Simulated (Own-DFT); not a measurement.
# Computed records: GaN (wurtzite, strained, atoms displaced)

All values are calculated (Own-DFT development build). A calculation, not a measurement: plane-wave PBE density functional theory by an unreviewed code, no spin, of a simulated periodic cell, stress positive in tension, free energy of the whole cell less one offset for each atom, forces on such cells passed a denser k mesh, this cell's mesh not checked; offsets are fitted by least squares, one for each functional and potential file, so energies compare only between cells with the same atoms and settings and are not formation energies; the far tail of each file's local potential was reset to the Coulomb form; each entry is a single point on an unrelaxed cell, so the pressure reflects the starting lattice, mostly measured values (interpolated for alloys), from which strain is counted, and rises with the displacements; printed positions are rounded, which can move forces by about a meV/angstrom; the program, named Own-DFT, is a retired in-house code; no spin-orbit coupling.

Settings shared by all entries: functional PBE; potential files PseudoDojo norm-conserving, scalar-relativistic, standard set with the stringent files for Ga; wave cutoff 96 hartree; occupations Gaussian; smearing width 0.01 eV; k mesh 3 x 4 x 3 centred on Gamma.

(1) 
```cif
# cell vector a (Å): 12.7560 0.0000 0.0000
# cell vector b (Å): -4.7835 8.2853 0.0000
# cell vector c (Å): 0.0000 0.0000 10.3959
data_GaN
_symmetry_space_group_name_H-M 'P 1'
_symmetry_Int_Tables_number 1
_cell_length_a 12.7560
_cell_length_b 9.5670
_cell_length_c 10.3959
_cell_angle_alpha 90.000
_cell_angle_beta 90.000
_cell_angle_gamma 120.000
_cell_volume 1098.71
loop_
_atom_site_label
_atom_site_type_symbol
_atom_site_fract_x
_atom_site_fract_y
_atom_site_fract_z
_atom_site_occupancy
Ga1 Ga 0.09016 0.22668 0.00622 1
Ga2 Ga 0.16823 0.11547 0.26191 1
N1 N 0.08439 0.21941 0.20174 1
N2 N 0.17355 0.10985 0.43492 1
Ga3 Ga 0.08345 0.21962 0.49963 1
Ga4 Ga 0.17115 0.10502 0.74797 1
N3 N 0.09032 0.22521 0.69151 1
N4 N 0.16394 0.10282 0.93841 1
Ga5 Ga 0.08146 0.56313 0.00479 1
Ga6 Ga 0.16570 0.44700 0.24670 1
N5 N 0.08943 0.56821 0.18409 1
N6 N 0.16658 0.43471 0.43587 1
Ga7 Ga 0.08569 0.54947 0.50467 1
Ga8 Ga 0.16428 0.43813 0.75076 1
N7 N 0.08339 0.55729 0.68809 1
N8 N 0.17404 0.44654 0.93757 1
Ga9 Ga 0.08384 0.88720 0.00421 1
Ga10 Ga 0.16569 0.76997 0.25793 1
N9 N 0.08040 0.88936 0.18335 1
N10 N 0.16885 0.78416 0.45318 1
Ga11 Ga 0.08533 0.88551 0.50178 1
Ga12 Ga 0.18115 0.78842 0.75349 1
N11 N 0.08287 0.89079 0.68497 1
N12 N 0.16637 0.77195 0.94535 1
Ga13 Ga 0.33226 0.21716 0.00609 1
Ga14 Ga 0.41527 0.11426 0.26138 1
N13 N 0.33779 0.22885 0.18244 1
N14 N 0.40689 0.10280 0.42822 1
Ga15 Ga 0.33844 0.22517 0.50087 1
Ga16 Ga 0.41024 0.10037 0.74491 1
N15 N 0.33992 0.22185 0.69274 1
N16 N 0.41978 0.11353 0.94082 1
Ga17 Ga 0.32849 0.54976 0.99714 1
Ga18 Ga 0.41207 0.43755 0.25403 1
N17 N 0.33861 0.56653 0.18947 1
N18 N 0.41457 0.44263 0.43472 1
Ga19 Ga 0.33116 0.54560 0.50003 1
Ga20 Ga 0.41073 0.44498 0.74224 1
N19 N 0.33274 0.56058 0.68360 1
N20 N 0.41879 0.45085 0.94236 1
Ga21 Ga 0.33801 0.89643 0.00562 1
Ga22 Ga 0.41463 0.78403 0.25069 1
N21 N 0.33062 0.89054 0.18902 1
N22 N 0.42144 0.77653 0.43191 1
Ga23 Ga 0.33881 0.89351 0.50207 1
Ga24 Ga 0.40813 0.77662 0.75737 1
N23 N 0.33951 0.89410 0.68868 1
N24 N 0.42252 0.79026 0.94694 1
Ga25 Ga 0.57581 0.21643 0.99886 1
Ga26 Ga 0.67017 0.11746 0.24842 1
N25 N 0.58887 0.22776 0.18613 1
N26 N 0.67095 0.11686 0.44623 1
Ga27 Ga 0.58622 0.22423 0.49740 1
Ga28 Ga 0.66751 0.12018 0.74389 1
N27 N 0.58440 0.22391 0.68640 1
N28 N 0.67384 0.12446 0.94258 1
Ga29 Ga 0.58284 0.56247 0.00178 1
Ga30 Ga 0.65422 0.43335 0.24445 1
N29 N 0.56977 0.54172 0.18022 1
N30 N 0.66762 0.44609 0.43683 1
Ga31 Ga 0.58158 0.56066 0.49695 1
Ga32 Ga 0.67140 0.44819 0.74606 1
N31 N 0.58524 0.55846 0.69221 1
N32 N 0.66450 0.43874 0.94254 1
Ga33 Ga 0.58230 0.89187 0.99263 1
Ga34 Ga 0.67232 0.78129 0.24654 1
N33 N 0.57783 0.89851 0.19603 1
N34 N 0.66357 0.78841 0.43484 1
Ga35 Ga 0.58398 0.88329 0.50824 1
Ga36 Ga 0.66715 0.77371 0.74989 1
N35 N 0.58055 0.88772 0.68920 1
N36 N 0.66944 0.77440 0.94388 1
Ga37 Ga 0.83265 0.21748 0.99667 1
Ga38 Ga 0.91648 0.10073 0.24499 1
N37 N 0.83615 0.23217 0.17785 1
N38 N 0.91630 0.11050 0.43657 1
Ga39 Ga 0.83292 0.22233 0.50152 1
Ga40 Ga 0.91359 0.10846 0.76068 1
N39 N 0.83125 0.21507 0.68478 1
N40 N 0.91354 0.10233 0.94086 1
Ga41 Ga 0.83684 0.56390 0.99607 1
Ga42 Ga 0.91475 0.44365 0.24681 1
N41 N 0.82915 0.56811 0.18991 1
N42 N 0.91287 0.44447 0.44102 1
Ga43 Ga 0.83062 0.54670 0.50344 1
Ga44 Ga 0.91983 0.44752 0.75268 1
N43 N 0.83678 0.55934 0.68848 1
N44 N 0.92159 0.44050 0.93611 1
Ga45 Ga 0.83698 0.87786 0.00902 1
Ga46 Ga 0.91856 0.77974 0.24989 1
N45 N 0.82772 0.88805 0.18339 1
N46 N 0.91910 0.78248 0.43163 1
Ga47 Ga 0.83628 0.88742 0.50621 1
Ga48 Ga 0.92038 0.78066 0.74738 1
N47 N 0.82780 0.88725 0.68953 1
N48 N 0.91747 0.77866 0.94007 1
_calc_free_energy_of_cell_above_offsets '-4.334'  # eV
_calc_pressure 6.62  # GPa
_calc_stress_xx -5.56  # GPa
_calc_stress_yy -6.81  # GPa
_calc_stress_zz -7.5  # GPa
_calc_stress_yz -0.72  # GPa
_calc_stress_xz 0.27  # GPa
_calc_stress_xy -0.41  # GPa
```

Force:
```csv
element,x (eV/Å),y (eV/Å),z (eV/Å)
Ga,-0.518,-0.848,-0.363
Ga,0.974,-0.882,-2.828
N,-0.308,0.635,-1.874
N,-0.638,0.086,2.638
Ga,-0.033,-0.757,0.26
Ga,-1.014,0.946,0.688
N,-0.557,-1.378,-0.532
N,0.384,0.835,-0.094
Ga,1.052,-1.57,-1.1
Ga,0.771,0.357,0.227
N,-0.514,-2.197,1.296
N,-0.644,1.106,0.085
Ga,-0.623,0.338,-0.626
Ga,-0.205,0.909,0.077
N,0.842,0.363,0.724
N,-2.312,-0.722,0.033
Ga,0.149,-0.024,-0.705
Ga,-0.569,2.34,0.214
N,0.799,0.386,1.93
N,1.448,-1.773,-1.67
Ga,-1.414,0.646,-0.479
Ga,-2.377,-1.754,0.21
N,1.065,-0.398,0.769
N,0.362,1.994,-1.546
Ga,-0.194,0.95,-1.871
Ga,0.563,-0.213,-4.877
N,-0.592,-1.4,2.166
N,1.204,1.125,4.427
Ga,-0.388,-0.437,0.244
Ga,1.666,2.933,1.864
N,-1.098,0.062,-1.235
N,-1.564,-0.974,-1.285
Ga,1.773,1.756,1.471
Ga,-0.707,1.483,-1.511
N,-0.686,-1.588,-0.218
N,0.687,-0.279,1.189
Ga,-0.687,1.667,-0.821
Ga,1.358,0.45,1.957
N,-0.295,-0.369,0.658
N,-0.431,-1.176,-1.469
Ga,-0.561,-0.53,0.234
Ga,0.567,-0.163,-0.337
N,-0.417,0.566,0.785
N,-1.207,-0.193,2.024
Ga,0.55,-1.327,-0.881
Ga,2.453,0.04,0.019
N,-0.397,-1.018,-0.728
N,-1.343,-1.829,-1.534
Ga,1.883,1.419,0.46
Ga,0.183,-0.182,0.57
N,-1.091,-1.976,0.298
N,-0.626,-0.897,-1.179
Ga,-0.421,-0.11,0.086
Ga,0.596,-1.249,1.146
N,-1.098,0.087,-0.304
N,-1.152,-1.7,-1.568
Ga,0.509,-1.571,-0.901
Ga,0.782,2.541,0.404
N,1.039,1.668,2.093
N,-0.976,-0.009,-0.035
Ga,0.841,0.26,0.247
Ga,-0.865,-0.506,1.354
N,-0.529,-0.887,-1.26
N,0.082,1.085,-0.984
Ga,1.824,1.04,1.612
Ga,-2.912,-1.082,0.329
N,1.951,-0.505,-1.566
N,2.524,-1.516,-0.014
Ga,-1.437,1.318,-0.965
Ga,-1.096,0.605,1.05
N,-0.17,-0.094,1.336
N,-0.418,1.386,-0.834
Ga,0.508,0.674,-0.017
Ga,-1.283,1.563,0.892
N,0.826,-1.072,1.665
N,0.198,-0.224,0.019
Ga,0.793,-0.095,-0.413
Ga,0.546,0.112,-1.429
N,0.499,1.213,1.09
N,0.927,0.508,1.019
Ga,-0.32,-2.14,0.84
Ga,-0.617,0.99,0.311
N,0.889,-1.775,-0.665
N,1.617,-0.013,-0.78
Ga,-0.437,1.49,-0.878
Ga,0.006,-0.652,-0.499
N,0.136,-0.148,0.138
N,-0.819,0.662,0.422
Ga,-1.64,1.024,-2.158
Ga,-0.281,0.23,-0.063
N,1.457,0.08,1.395
N,0.126,-0.547,1.703
Ga,-0.773,0.297,-1.184
Ga,-0.748,0.118,0.607
N,1.523,0.315,0.256
N,1.071,0.09,-1.257
```

(2) 
```cif
# cell vector a (Å): 12.7560 0.0000 0.0000
# cell vector b (Å): -4.7835 8.2853 0.0000
# cell vector c (Å): 0.0000 0.0000 10.3959
data_GaN
_symmetry_space_group_name_H-M 'P 1'
_symmetry_Int_Tables_number 1
_cell_length_a 12.7560
_cell_length_b 9.5670
_cell_length_c 10.3959
_cell_angle_alpha 90.000
_cell_angle_beta 90.000
_cell_angle_gamma 120.000
_cell_volume 1098.71
loop_
_atom_site_label
_atom_site_type_symbol
_atom_site_fract_x
_atom_site_fract_y
_atom_site_fract_z
_atom_site_occupancy
Ga1 Ga 0.08728 0.22320 0.99794 1
Ga2 Ga 0.16138 0.10946 0.25045 1
N1 N 0.09010 0.22585 0.17468 1
N2 N 0.17286 0.11880 0.43534 1
Ga3 Ga 0.08451 0.23025 0.50372 1
Ga4 Ga 0.16945 0.11196 0.74790 1
N3 N 0.08251 0.20719 0.68305 1
N4 N 0.17025 0.11290 0.94323 1
Ga5 Ga 0.08871 0.55560 0.00479 1
Ga6 Ga 0.16849 0.44451 0.24952 1
N5 N 0.08259 0.54713 0.19242 1
N6 N 0.16105 0.44486 0.42947 1
Ga7 Ga 0.07758 0.55334 0.50218 1
Ga8 Ga 0.16833 0.44013 0.74800 1
N7 N 0.07617 0.55172 0.69274 1
N8 N 0.17460 0.45890 0.93729 1
Ga9 Ga 0.08907 0.89019 0.99433 1
Ga10 Ga 0.17532 0.79296 0.25777 1
N9 N 0.08635 0.88932 0.18594 1
N10 N 0.17258 0.77924 0.44446 1
Ga11 Ga 0.07795 0.88452 0.49597 1
Ga12 Ga 0.16237 0.77248 0.74567 1
N11 N 0.09177 0.89142 0.69093 1
N12 N 0.16514 0.77152 0.93481 1
Ga13 Ga 0.33485 0.22793 0.00104 1
Ga14 Ga 0.40609 0.10472 0.25527 1
N13 N 0.33114 0.21991 0.18633 1
N14 N 0.41563 0.11413 0.44523 1
Ga15 Ga 0.33484 0.21853 0.50328 1
Ga16 Ga 0.42059 0.11094 0.75420 1
N15 N 0.33270 0.23190 0.68923 1
N16 N 0.41298 0.11435 0.92649 1
Ga17 Ga 0.33549 0.55007 0.99861 1
Ga18 Ga 0.40509 0.43327 0.24746 1
N17 N 0.33601 0.55563 0.19156 1
N18 N 0.41816 0.44443 0.43806 1
Ga19 Ga 0.33000 0.55885 0.50225 1
Ga20 Ga 0.42206 0.44721 0.75447 1
N19 N 0.33669 0.55655 0.69120 1
N20 N 0.41802 0.45487 0.94178 1
Ga21 Ga 0.32552 0.88824 0.00334 1
Ga22 Ga 0.42046 0.78759 0.24685 1
N21 N 0.33447 0.89333 0.19472 1
N22 N 0.40576 0.77991 0.44560 1
Ga23 Ga 0.32791 0.88751 0.49654 1
Ga24 Ga 0.41556 0.77418 0.74864 1
N23 N 0.33740 0.89282 0.69195 1
N24 N 0.41953 0.77106 0.94940 1
Ga25 Ga 0.58286 0.22216 0.99421 1
Ga26 Ga 0.66021 0.10474 0.25427 1
N25 N 0.58340 0.22089 0.19582 1
N26 N 0.67137 0.11609 0.43499 1
Ga27 Ga 0.58660 0.22604 0.51023 1
Ga28 Ga 0.66972 0.11363 0.75642 1
N27 N 0.58636 0.22690 0.69256 1
N28 N 0.66726 0.11730 0.94531 1
Ga29 Ga 0.57828 0.56183 0.00861 1
Ga30 Ga 0.67438 0.45423 0.26166 1
N29 N 0.58093 0.55232 0.18650 1
N30 N 0.66944 0.45046 0.43646 1
Ga31 Ga 0.57987 0.55666 0.50071 1
Ga32 Ga 0.66364 0.44849 0.74476 1
N31 N 0.58387 0.54958 0.69727 1
N32 N 0.67283 0.44644 0.94294 1
Ga33 Ga 0.58362 0.88929 0.00552 1
Ga34 Ga 0.66386 0.77385 0.24627 1
N33 N 0.58346 0.88343 0.18336 1
N34 N 0.67032 0.78983 0.44083 1
Ga35 Ga 0.58718 0.87783 0.49954 1
Ga36 Ga 0.67931 0.80014 0.75509 1
N35 N 0.57846 0.88872 0.69514 1
N36 N 0.66402 0.77092 0.93255 1
Ga37 Ga 0.82912 0.22002 0.00462 1
Ga38 Ga 0.91406 0.10327 0.24793 1
N37 N 0.83687 0.22347 0.19209 1
N38 N 0.91467 0.10281 0.44516 1
Ga39 Ga 0.82989 0.21349 0.50236 1
Ga40 Ga 0.91984 0.10825 0.75028 1
N39 N 0.82723 0.22671 0.68239 1
N40 N 0.91752 0.11405 0.93847 1
Ga41 Ga 0.82932 0.55199 0.00706 1
Ga42 Ga 0.91203 0.43819 0.24968 1
N41 N 0.83265 0.55399 0.19481 1
N42 N 0.92310 0.45388 0.43575 1
Ga43 Ga 0.84157 0.56827 0.49464 1
Ga44 Ga 0.91772 0.44439 0.75440 1
N43 N 0.83641 0.55812 0.67818 1
N44 N 0.91931 0.45075 0.94183 1
Ga45 Ga 0.83526 0.89736 0.99334 1
Ga46 Ga 0.91747 0.78277 0.24545 1
N45 N 0.83628 0.89327 0.18768 1
N46 N 0.91398 0.77764 0.44366 1
Ga47 Ga 0.83456 0.89140 0.49893 1
Ga48 Ga 0.91451 0.76188 0.75038 1
N47 N 0.83007 0.88511 0.68234 1
N48 N 0.92102 0.79513 0.93345 1
_calc_free_energy_of_cell_above_offsets '-4.278'  # eV
_calc_pressure 6.81  # GPa
_calc_stress_xx -7.8  # GPa
_calc_stress_yy -5.98  # GPa
_calc_stress_zz -6.64  # GPa
_calc_stress_yz -0.46  # GPa
_calc_stress_xz -0.03  # GPa
_calc_stress_xy 0.39  # GPa
```

Force:
```csv
element,x (eV/Å),y (eV/Å),z (eV/Å)
Ga,-0.402,0.621,-1.109
Ga,0.496,0.385,-0.421
N,-1.021,-0.501,2.573
N,-1.068,-0.956,0.392
Ga,0.478,-0.812,-1.567
Ga,0.799,-0.526,0.873
N,-1.088,1.76,1.158
N,-0.131,0.167,-1.303
Ga,-1.051,-0.091,0.324
Ga,-0.047,-0.125,-0.885
N,-0.589,1.609,-0.348
N,0.621,-0.02,2.264
Ga,1.121,0.396,-0.051
Ga,-0.41,0.282,0.355
N,1.862,-0.237,-0.975
N,0.028,-2.116,-0.643
Ga,-0.806,-0.263,0.308
Ga,-0.954,-2.567,-0.368
N,-0.339,-0.162,0.246
N,-2.737,-0.774,-0.795
Ga,1.131,1.345,0.901
Ga,1.634,0.566,0.513
N,-1.786,-0.356,-0.95
N,-0.174,0.485,0.363
Ga,0.359,-0.044,-0.426
Ga,1.662,2.302,0.29
N,-0.142,-0.611,0.076
N,1.091,-0.441,-0.598
Ga,-0.845,1.193,0.296
Ga,-0.987,0.109,-2.551
N,1.092,-0.8,0.202
N,0.491,-0.225,3.625
Ga,-1.619,1.402,1.365
Ga,1.416,1.119,1.06
N,-0.756,0.659,-0.431
N,-0.95,0.121,-0.029
Ga,0.437,-0.703,-0.56
Ga,-0.57,0,-0.182
N,-0.494,-0.599,-0.499
N,1.572,-1.978,-0.641
Ga,1.635,0.093,-0.796
Ga,0.083,-1.688,0.923
N,0.102,-0.397,-1.244
N,3.096,-0.325,-1.535
Ga,1.09,1.965,2.386
Ga,-0.606,0.52,1.306
N,-0.615,-0.8,-0.459
N,-1.441,1.325,-1.036
Ga,-1.044,0.63,1.691
Ga,0.553,0.797,-0.829
N,-0.889,0.126,-0.846
N,-0.933,-1.081,1.238
Ga,0.037,-0.255,-1.616
Ga,-0.734,-0.238,-0.364
N,0.153,-0.442,0.259
N,0.575,-1.346,-0.809
Ga,1.816,-0.765,-1.457
Ga,-1.37,-1.714,-2.298
N,0.083,0.082,1.601
N,-0.095,0.027,2.343
Ga,0.75,0.063,0.521
Ga,2.497,-0.32,1.559
N,-1.561,2.387,-1.809
N,-1.889,-0.102,-0.972
Ga,0.067,-0.034,-1.836
Ga,0.452,-0.037,0.569
N,-0.092,0.722,1.73
N,1.821,-2.538,-1.618
Ga,-3.976,2.333,1.402
Ga,-1.518,-2.331,-0.833
N,1.431,0.552,-0.905
N,0.137,1.669,1.723
Ga,0.856,1.157,0.025
Ga,0.402,2.064,0.698
N,-0.637,-1.306,-0.293
N,0.289,1.832,-1.425
Ga,0.224,1.352,-0.977
Ga,-0.895,0.095,-0.469
N,1.668,-0.452,1.562
N,-0.274,0.816,-0.512
Ga,0.786,1.161,-0.397
Ga,1.127,0.956,0.368
N,0.327,1.016,-0.551
N,-1.26,-1.497,0.086
Ga,-0.304,-2.573,0.399
Ga,-1.289,-0.418,-0.007
N,-0.218,-1.193,1.098
N,0.06,-0.605,0.143
Ga,-0.124,-1.115,0.669
Ga,0.748,-0.572,0.418
N,-0.601,-1.308,-0.672
N,0.16,1.555,-1.935
Ga,0.012,-0.768,0.506
Ga,-0.214,2.199,-0.093
N,1.484,0.749,0.807
N,0.734,-1.64,0.713
```
